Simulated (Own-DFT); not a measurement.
AlGa$_{7}$N$_{8}$ (wurtzite random alloy, atoms displaced) (calculated)

Computed with Own-DFT development build. A calculation, not a measurement: plane-wave PBE density functional theory by an unreviewed code, no spin, of a simulated periodic cell, stress positive in tension, free energy of the whole cell less one offset for each atom, forces on such cells passed a denser k mesh, this cell's mesh not checked; offsets are fitted by least squares, one for each functional and potential file, so energies compare only between cells with the same atoms and settings and are not formation energies; the far tail of each file's local potential was reset to the Coulomb form; each entry is a single point on an unrelaxed cell, so the pressure reflects the starting lattice, mostly measured values, from which strain is counted, and rises with the displacements; printed positions are rounded, which can move forces by about a meV/angstrom; the program is a retired in-house code; no spin-orbit coupling.

Common to all runs: functional PBE; potential files PseudoDojo norm-conserving, scalar-relativistic, standard set; wave cutoff 42 hartree; occupations Fermi-Dirac; smearing width 0.05 eV; k mesh 3 x 3 x 3 centred on Gamma.

(1) AlGa$_{7}$N$_{8}$ (wurtzite random alloy, atoms displaced)

```
AlGa7N8
1.0
     12.7175     0.0000     0.0000
     -6.3588    11.0137     0.0000
      0.0000     0.0000    10.3192
Ga N Ga N Ga N Ga N Ga N Ga N Al Ga N Ga N Ga Al N Ga N Ga N Ga N Ga N Ga Al N Ga N Ga N Ga N Ga N Ga N Al Ga N Ga N Ga Al N Ga N Ga Al N Ga N Ga N Ga N Ga N Ga Al N Ga N Ga Al N Ga N
2 2 2 2 2 2 2 2 2 2 2 2 1 1 2 2 2 1 1 2 2 2 2 2 2 2 2 2 1 1 2 2 2 2 2 2 2 2 2 2 2 1 1 2 2 2 1 1 2 2 2 1 1 2 2 2 2 2 2 2 2 2 1 1 2 2 2 1 1 2 2 2
Direct
  0.08101 0.16550 0.00048
  0.16381 0.08109 0.24843
  0.08159 0.16425 0.18777
  0.16265 0.08051 0.43846
  0.08548 0.16459 0.50359
  0.16733 0.08285 0.75291
  0.08048 0.16724 0.68543
  0.17040 0.08546 0.94017
  0.08422 0.41926 0.00356
  0.16667 0.33177 0.24584
  0.07915 0.41144 0.18586
  0.16698 0.32978 0.43961
  0.08254 0.41552 0.50423
  0.16474 0.33398 0.74574
  0.08646 0.41944 0.68960
  0.16402 0.33220 0.93782
  0.08809 0.66642 0.00226
  0.16371 0.58093 0.25094
  0.08375 0.66630 0.18697
  0.16295 0.58452 0.44519
  0.08212 0.66405 0.49983
  0.16678 0.58460 0.75055
  0.08314 0.66416 0.69174
  0.16344 0.58209 0.94234
  0.08334 0.91694 0.00398
  0.16899 0.83368 0.24989
  0.08212 0.91754 0.19185
  0.16965 0.83077 0.43546
  0.08463 0.91644 0.50210
  0.16414 0.82685 0.75229
  0.07752 0.91327 0.68965
  0.16997 0.83392 0.93567
  0.33330 0.16527 0.00461
  0.41590 0.07978 0.25029
  0.33307 0.16531 0.19053
  0.41738 0.08553 0.43742
  0.33441 0.16390 0.49266
  0.41680 0.08716 0.75331
  0.33042 0.16871 0.69063
  0.41896 0.08007 0.93702
  0.33159 0.41743 0.00269
  0.42263 0.33744 0.24828
  0.33739 0.41975 0.19052
  0.41936 0.33388 0.44162
  0.33421 0.41430 0.50058
  0.41178 0.33117 0.75221
  0.33387 0.41606 0.69250
  0.41874 0.33102 0.94036
  0.33391 0.66791 0.99627
  0.41653 0.58244 0.25160
  0.33427 0.66334 0.18559
  0.41838 0.58336 0.43376
  0.33655 0.67331 0.50458
  0.41680 0.58371 0.74513
  0.33445 0.66867 0.68695
  0.41716 0.58289 0.93654
  0.33359 0.91371 0.00266
  0.41899 0.83529 0.24697
  0.33135 0.92060 0.19253
  0.41735 0.83507 0.43707
  0.33557 0.91868 0.49614
  0.41665 0.84134 0.74828
  0.33346 0.92007 0.69220
  0.41783 0.83229 0.94327
  0.58466 0.16795 0.00126
  0.67043 0.08163 0.25170
  0.58071 0.16380 0.18507
  0.66955 0.08463 0.44233
  0.58795 0.17065 0.50060
  0.66509 0.08298 0.74705
  0.58382 0.16654 0.69500
  0.66889 0.08715 0.93736
  0.58313 0.41918 0.00613
  0.66842 0.33572 0.24637
  0.57441 0.41094 0.18725
  0.67132 0.33605 0.44068
  0.58317 0.41769 0.49707
  0.66653 0.33160 0.75222
  0.58116 0.41664 0.68719
  0.67115 0.33294 0.93890
  0.57920 0.66083 0.00480
  0.66866 0.58154 0.25090
  0.57783 0.66478 0.18678
  0.66265 0.57991 0.43866
  0.58596 0.66979 0.49752
  0.66509 0.58184 0.75502
  0.58435 0.66642 0.69090
  0.66168 0.57910 0.93824
  0.57766 0.91466 0.00704
  0.66459 0.83313 0.24828
  0.58157 0.91908 0.19160
  0.66635 0.83355 0.44046
  0.58543 0.91847 0.49516
  0.67075 0.83265 0.74759
  0.58475 0.91325 0.69112
  0.66470 0.83066 0.93963
  0.83350 0.17080 0.99970
  0.91637 0.08024 0.25266
  0.83375 0.16641 0.19343
  0.91479 0.07989 0.44095
  0.83075 0.16543 0.50403
  0.91658 0.08465 0.74718
  0.83477 0.16753 0.68856
  0.91767 0.08379 0.93416
  0.83543 0.42011 0.00063
  0.91828 0.33185 0.25012
  0.83434 0.41700 0.19251
  0.91595 0.33379 0.44192
  0.82972 0.41578 0.50976
  0.91792 0.33778 0.74949
  0.83237 0.41575 0.68666
  0.91782 0.33503 0.94257
  0.83215 0.66486 0.99870
  0.91815 0.58703 0.25281
  0.83375 0.66719 0.18472
  0.91797 0.58123 0.44011
  0.82735 0.66307 0.50204
  0.91783 0.58202 0.75152
  0.83657 0.67058 0.68622
  0.91383 0.58297 0.93743
  0.83646 0.91948 0.99479
  0.91380 0.83535 0.24662
  0.82948 0.91265 0.19130
  0.91604 0.83706 0.43805
  0.83197 0.91612 0.49957
  0.91361 0.83116 0.74991
  0.83787 0.91692 0.68521
  0.91236 0.83392 0.93810
```

```
free energy of cell above offsets : 17.312 eV
pressure                          : 6.3 GPa
stress xx                         : -5.97 GPa
stress yy                         : -5.96 GPa
stress zz                         : -6.96 GPa
stress yz                         : 0.15 GPa
stress xz                         : 0.1 GPa
stress xy                         : -0.31 GPa
```

Force:
```
element  x (eV/Å)  y (eV/Å)  z (eV/Å)
     Ga     0.338     0.226    -0.403
     Ga     0.388     0.635     0.455
      N     -0.09     0.129     0.046
      N     1.006       0.2    -0.219
     Ga     -0.85     -0.03    -0.827
     Ga    -0.618    -0.282    -0.379
      N     0.793    -0.031      1.05
      N     -0.66    -1.442     0.518
     Ga     0.225    -0.796    -0.906
     Ga     0.254     0.045     0.822
      N     0.626      0.88     0.947
      N    -0.339     0.551     -0.35
     Ga     0.191    -0.087    -0.853
     Ga     0.586    -0.311      0.81
      N    -0.692    -0.056     0.254
      N     0.172     0.247     0.113
     Ga     -1.47     0.424    -0.403
     Ga     0.654     0.074     0.399
      N    -0.891     -0.28     0.811
      N     1.675    -0.536    -1.069
     Ga    -0.609     0.728     0.503
     Ga     0.621    -0.111     0.222
      N    -0.248     -0.02    -0.549
      N     0.953     0.219    -0.874
     Al      0.05    -0.024    -0.746
     Ga    -0.849    -0.298     0.061
      N    -0.562    -1.233    -1.237
      N    -0.686     0.303      0.76
     Ga    -0.262    -0.619     -0.29
     Ga    -0.475     1.292    -0.671
      N     1.257     0.367     0.251
      N    -1.306     0.086     1.516
     Ga      0.62     0.103    -0.463
     Al    -0.175     1.319     -0.14
      N     0.657    -0.233     0.767
      N     1.131    -0.355      -0.9
     Ga    -1.157     0.613     1.138
     Ga     -0.31     -0.13    -0.419
      N     0.657    -0.629    -0.906
      N    -0.603     0.254     0.912
     Ga     0.377    -0.362    -0.699
     Ga    -2.342    -1.855     1.199
      N    -0.488    -0.898    -0.216
      N     0.611     0.108    -0.542
     Ga    -0.267     0.406     0.047
     Ga     0.929      0.46     0.134
      N    -0.654     1.187    -0.487
      N     -0.66     0.253     0.294
     Ga     0.351    -0.848     0.362
     Ga    -0.375     0.145    -0.277
      N    -0.957     0.626     0.388
      N    -0.491     0.176       1.6
     Ga     0.019    -1.179    -1.191
     Al     0.218     0.118     0.645
      N     0.516    -0.135     1.309
      N    -0.549    -0.219    -1.087
     Ga    -0.246     0.703     -0.22
     Ga    -1.005    -1.011      0.43
      N     1.079    -0.111    -0.413
      N     0.302     0.248    -0.191
     Ga    -0.261    -0.043     0.841
     Ga      1.24    -0.909     0.516
      N    -0.504    -0.072    -1.021
      N    -0.758     0.169    -0.844
     Ga     0.066    -0.191    -0.563
     Ga     -1.01     0.995     0.075
      N    -0.225    -0.091     1.591
      N     -0.79    -0.168    -0.601
     Ga    -0.537    -0.356     0.327
     Ga     0.769    -0.426      0.73
      N    -0.357     0.059    -1.321
      N     0.021    -0.954     0.313
     Ga     0.516    -1.094    -1.676
     Ga     0.109    -0.894     0.543
      N     2.701     1.825     0.395
      N    -1.777      0.13    -0.445
     Al     0.212    -0.583     1.004
     Ga    -0.753     0.605     0.013
      N     0.501     0.676    -0.338
      N    -0.975     0.536     0.452
     Ga    -0.014     1.069    -1.173
     Ga    -0.806      0.33    -0.374
      N     1.322     0.202     1.009
      N       0.3    -0.366    -0.146
     Ga    -0.482    -0.734     0.692
     Al      0.07    -0.158    -1.036
      N     0.096    -0.035     0.196
      N      0.65     0.648    -0.381
     Ga     1.704      0.85     -1.49
     Ga     0.123    -0.457     0.158
      N     0.704    -0.311     0.096
      N    -0.082     0.075    -0.795
     Ga    -0.282    -0.343      1.21
     Al    -0.507     0.012     0.669
      N     0.246     0.157    -0.479
      N    -0.021     0.284    -0.652
     Ga      0.38    -0.822      0.19
     Ga    -0.249     0.131     0.149
      N      0.39     -0.26    -0.805
      N    -0.094     0.831     -0.11
     Ga     1.235     0.596     -0.57
     Ga     0.126    -0.382      0.01
      N    -0.556     0.385     0.476
      N    -0.449     0.332     0.552
     Ga     0.063    -0.511     0.486
     Ga     -0.83     0.045     0.926
      N     0.001     1.311    -0.251
      N      0.04    -0.123    -0.086
     Ga     1.109     0.342    -2.296
     Ga     0.509    -0.783     0.493
      N    -0.049     0.282     1.751
      N     -0.03     0.459    -0.755
     Ga    -0.543     0.356     -0.31
     Al     0.172    -0.638     -0.16
      N     0.632     0.255     1.302
      N    -1.022     0.326    -0.858
     Ga     0.949     0.932    -0.641
     Ga    -0.704     0.321    -0.357
      N    -0.905    -1.881     1.095
      N     0.873     0.492     0.232
     Ga    -1.452     -0.36     0.789
     Al     0.604    -0.433     0.822
      N     0.582     0.364    -0.647
      N     0.581    -1.218    -1.203
     Ga     0.373     0.099     0.009
     Ga     0.296     0.445     0.075
      N    -1.747    -0.266     0.858
      N     2.143    -0.067     0.504
```

(2) AlGa$_{7}$N$_{8}$ (wurtzite random alloy, atoms displaced)

```
AlGa7N8
1.0
     12.7175     0.0000     0.0000
     -6.3588    11.0137     0.0000
      0.0000     0.0000    10.3192
Ga N Ga N Ga N Ga N Ga N Ga N Ga N Ga N Al Ga N Al Ga N Al Ga N Ga N Ga N Ga N Ga N Ga N Ga N Al Ga N Ga N Ga N Ga N Ga N Al N Ga N Ga N Al N Ga N Ga N Ga N Ga N Ga N Ga N
2 2 2 2 2 2 2 2 2 2 2 2 2 2 2 2 1 1 2 1 1 2 1 1 2 2 2 2 2 2 2 2 2 2 2 2 2 1 1 2 2 2 2 2 2 2 2 2 2 2 2 2 2 2 2 2 2 2 2 2 2 2 2 2 2 2 2 2
Direct
  0.08452 0.16644 0.99974
  0.16804 0.08717 0.25480
  0.08128 0.16485 0.19118
  0.16559 0.08225 0.43217
  0.08467 0.16370 0.50104
  0.16856 0.08629 0.74882
  0.08340 0.16588 0.69307
  0.17043 0.08190 0.93907
  0.08336 0.41361 0.99918
  0.16532 0.33285 0.25209
  0.08036 0.41631 0.18623
  0.16619 0.33413 0.44346
  0.08285 0.41921 0.49989
  0.16933 0.33769 0.75456
  0.08562 0.41958 0.69350
  0.16677 0.33158 0.93518
  0.08216 0.66437 0.00158
  0.16665 0.58194 0.25041
  0.08279 0.66424 0.19040
  0.16442 0.58474 0.44432
  0.08517 0.66747 0.50093
  0.16622 0.57779 0.75438
  0.07968 0.66578 0.69185
  0.17194 0.58330 0.93867
  0.08265 0.91599 0.99896
  0.16535 0.83459 0.25356
  0.08517 0.91647 0.18806
  0.16604 0.83428 0.44012
  0.08223 0.91983 0.50396
  0.16668 0.83198 0.75739
  0.08371 0.91958 0.68875
  0.16442 0.83215 0.94154
  0.33372 0.16351 0.00065
  0.41575 0.08714 0.25220
  0.33191 0.16524 0.19268
  0.41553 0.08472 0.43453
  0.33081 0.16600 0.49843
  0.41862 0.08490 0.74943
  0.32968 0.16676 0.69085
  0.41544 0.08647 0.94079
  0.33465 0.41612 0.99355
  0.41793 0.33573 0.24700
  0.33344 0.41620 0.18983
  0.41428 0.33194 0.43793
  0.33669 0.41697 0.50099
  0.41784 0.33242 0.74607
  0.33382 0.41792 0.68727
  0.41596 0.32978 0.93761
  0.33263 0.66522 0.00556
  0.41709 0.58565 0.24671
  0.33798 0.66978 0.18996
  0.41719 0.58119 0.44192
  0.33954 0.67036 0.50263
  0.41854 0.58548 0.74734
  0.33313 0.66721 0.69312
  0.41538 0.58451 0.94098
  0.33592 0.91585 0.00089
  0.41770 0.83140 0.24603
  0.33388 0.91835 0.18615
  0.41657 0.83136 0.43990
  0.33494 0.91972 0.49720
  0.41454 0.82987 0.75182
  0.32933 0.91338 0.68947
  0.41494 0.83273 0.93974
  0.58068 0.16347 0.99890
  0.66536 0.08473 0.25081
  0.58334 0.16624 0.18829
  0.66710 0.08239 0.43920
  0.57921 0.16662 0.50021
  0.67024 0.08568 0.75215
  0.58313 0.16414 0.69063
  0.66792 0.08513 0.93779
  0.58404 0.41458 0.00199
  0.66131 0.33455 0.25153
  0.58135 0.41513 0.18952
  0.66738 0.33270 0.43678
  0.58925 0.41890 0.49905
  0.67281 0.33748 0.74935
  0.58559 0.41684 0.69187
  0.66907 0.33653 0.94165
  0.58463 0.66915 0.00355
  0.66494 0.58132 0.24577
  0.57922 0.67005 0.19208
  0.67008 0.58736 0.43900
  0.58464 0.66792 0.49794
  0.67031 0.58730 0.74614
  0.58405 0.66743 0.68938
  0.66820 0.58668 0.93593
  0.58300 0.91685 0.00254
  0.66312 0.83343 0.25276
  0.58422 0.92084 0.18606
  0.66464 0.82977 0.44158
  0.58590 0.91711 0.49783
  0.67405 0.83532 0.75530
  0.58613 0.91608 0.69230
  0.66797 0.83240 0.93994
  0.83144 0.16646 0.00307
  0.91918 0.07931 0.24976
  0.83620 0.16845 0.18755
  0.91592 0.08223 0.44131
  0.83589 0.16984 0.49878
  0.91691 0.08159 0.74744
  0.83379 0.16624 0.68689
  0.91468 0.08217 0.93642
  0.83205 0.41605 0.00329
  0.91764 0.33484 0.25558
  0.82968 0.41657 0.19167
  0.91351 0.32850 0.43677
  0.83453 0.42008 0.50133
  0.91906 0.33318 0.75021
  0.83175 0.41256 0.68500
  0.91888 0.33554 0.93954
  0.83409 0.66643 0.99665
  0.91311 0.58344 0.25768
  0.83564 0.66843 0.18719
  0.91654 0.58495 0.43923
  0.83694 0.66785 0.50010
  0.91908 0.58614 0.75476
  0.82870 0.66167 0.68853
  0.91473 0.58400 0.93967
  0.83360 0.92119 0.00506
  0.91435 0.83162 0.25479
  0.83539 0.91754 0.19043
  0.91170 0.82475 0.44046
  0.83421 0.91986 0.50342
  0.91488 0.83493 0.74558
  0.83304 0.92053 0.68756
  0.91685 0.83379 0.93459
```

```
free energy of cell above offsets : 16.797 eV
pressure                          : 6.18 GPa
stress xx                         : -5.73 GPa
stress yy                         : -5.88 GPa
stress zz                         : -6.94 GPa
stress yz                         : 0.37 GPa
stress xz                         : 0.34 GPa
stress xy                         : -0.01 GPa
```

Force:
```
element  x (eV/Å)  y (eV/Å)  z (eV/Å)
     Ga     0.068    -0.551    -0.101
     Ga     0.061    -0.975    -2.001
      N     0.483     0.638    -0.553
      N     0.775     0.459     2.378
     Ga    -0.665     0.786     0.386
     Ga    -0.362     -0.63     0.914
      N    -0.944     0.119    -0.377
      N    -0.044     0.712      0.32
     Ga    -0.109     0.484     0.068
     Ga     0.023      0.17     0.089
      N      0.76     0.048     0.533
      N     0.079    -0.211    -0.411
     Ga     0.247    -0.484     0.487
     Ga     0.159    -0.787    -1.428
      N    -0.107     -1.03    -0.994
      N     0.859      0.55     1.514
     Ga     0.202     0.033     0.123
     Ga    -0.119     0.324     0.336
      N    -0.271     0.213     0.195
      N     1.184    -0.087    -0.863
     Ga    -0.604     0.483     0.574
     Ga    -0.516     1.709    -0.374
      N     0.983     0.041    -0.195
      N    -1.065    -0.343     0.687
     Ga    -0.231     0.016     0.316
     Ga     0.516    -0.306    -0.651
      N    -0.929     0.321     0.398
      N    -0.078     0.196     0.219
     Ga     0.371    -0.878    -0.613
     Ga    -0.451     0.082     -0.92
      N     0.115    -0.412     0.269
      N     0.657    -0.102       0.2
     Al    -0.673     0.545     0.304
     Ga     0.744    -0.844    -1.033
      N    -0.152     0.782    -1.598
      N     0.006      0.92     1.834
     Al     0.176     0.254      0.14
     Ga    -0.468     -0.56     0.271
      N     1.155    -0.034    -1.975
      N     0.071    -0.477    -0.256
     Al     0.078     0.035      0.69
     Ga    -0.586    -0.648     0.606
      N    -0.483     0.233    -1.493
      N     0.929     -0.72     0.336
     Ga    -0.665    -0.161    -0.185
     Ga    -0.092     0.447     0.562
      N     0.237    -0.061     0.574
      N     -0.69     -0.04       0.7
     Ga     0.208     0.412    -0.848
     Ga    -0.086    -1.117     1.095
      N    -0.944    -0.885     0.202
      N    -0.271     0.512    -0.735
     Ga    -0.664    -0.923      0.21
     Ga      0.13    -0.072     0.681
      N    -0.031    -0.475    -0.667
      N     0.628    -1.036    -0.061
     Ga    -0.986     0.317    -0.152
     Ga    -0.764     1.204     0.793
      N     0.161    -0.194     0.934
      N    -0.034     0.798    -0.598
     Ga    -0.023    -0.729     0.533
     Ga     0.344         1    -0.141
      N     0.467     0.681    -0.158
      N     1.379     0.311     0.523
     Ga     0.149     0.767     0.155
     Ga     0.625     0.397     0.052
      N    -0.548     0.373     0.078
      N    -0.319      1.29     0.579
     Al      0.96    -0.121     0.067
     Ga    -0.145    -0.701    -0.545
      N    -0.219      0.74    -1.279
      N    -0.165    -1.236     0.761
     Ga    -0.594     0.681    -0.906
     Ga     1.424    -0.647     -0.34
      N    -0.231     0.581     -0.33
      N    -0.099     -0.85     0.812
     Ga    -1.003    -0.032     0.344
     Ga    -0.809    -0.913     0.575
      N    -0.095     0.077    -0.735
      N      0.08    -0.869    -0.552
     Ga    -0.022     -0.59    -0.543
     Ga     0.023     0.955     0.596
      N     1.425     0.678    -0.047
      N      0.04    -0.765    -0.529
     Ga     0.041    -0.647     0.693
     Ga    -1.108     -0.99     0.762
      N     0.167     0.364    -0.249
      N    -0.222    -0.668     0.684
     Al     0.056      0.05    -0.976
     Al     0.531     0.494      -0.1
      N     1.115    -1.003    -0.105
      N     0.293     1.088    -1.604
     Ga    -0.394    -0.046     1.049
     Ga    -1.455    -0.529    -0.572
      N    -0.298    -0.031    -0.262
      N    -1.066     0.998      0.92
     Ga     0.464     0.381    -0.458
     Ga    -1.207     0.816     0.489
      N    -0.098    -0.406     0.818
      N    -0.408     0.753    -0.113
     Al    -0.317    -1.021     0.272
     Al    -0.266     0.823     0.462
      N     1.114    -0.107    -0.552
      N     0.226     0.556    -0.679
     Ga     0.439     0.255     0.172
     Ga    -0.582    -0.264    -1.379
      N     0.278     0.043     0.212
      N     0.079     0.533     1.316
     Ga     0.225    -0.666    -0.545
     Ga    -0.366     -0.22     0.142
      N     0.734     1.073     0.655
      N    -0.393     -0.34    -0.145
     Ga    -0.509     0.622     0.402
     Ga     0.667     -0.09    -1.545
      N     -0.65      -0.4     0.013
      N     0.587    -0.282     0.679
     Ga    -0.665    -1.047     0.672
     Ga    -0.478    -0.812    -0.585
      N      1.22     1.303    -0.295
      N     0.797    -0.498     0.132
     Ga     0.733    -0.828    -0.707
     Ga       0.7     0.274    -0.736
      N    -1.322    -1.179     0.601
      N    -0.064     2.486     0.177
     Ga    -0.043    -1.011    -0.761
     Ga      0.48    -0.322     0.497
      N     0.761     0.394     0.389
      N    -0.425      0.22     0.328
```
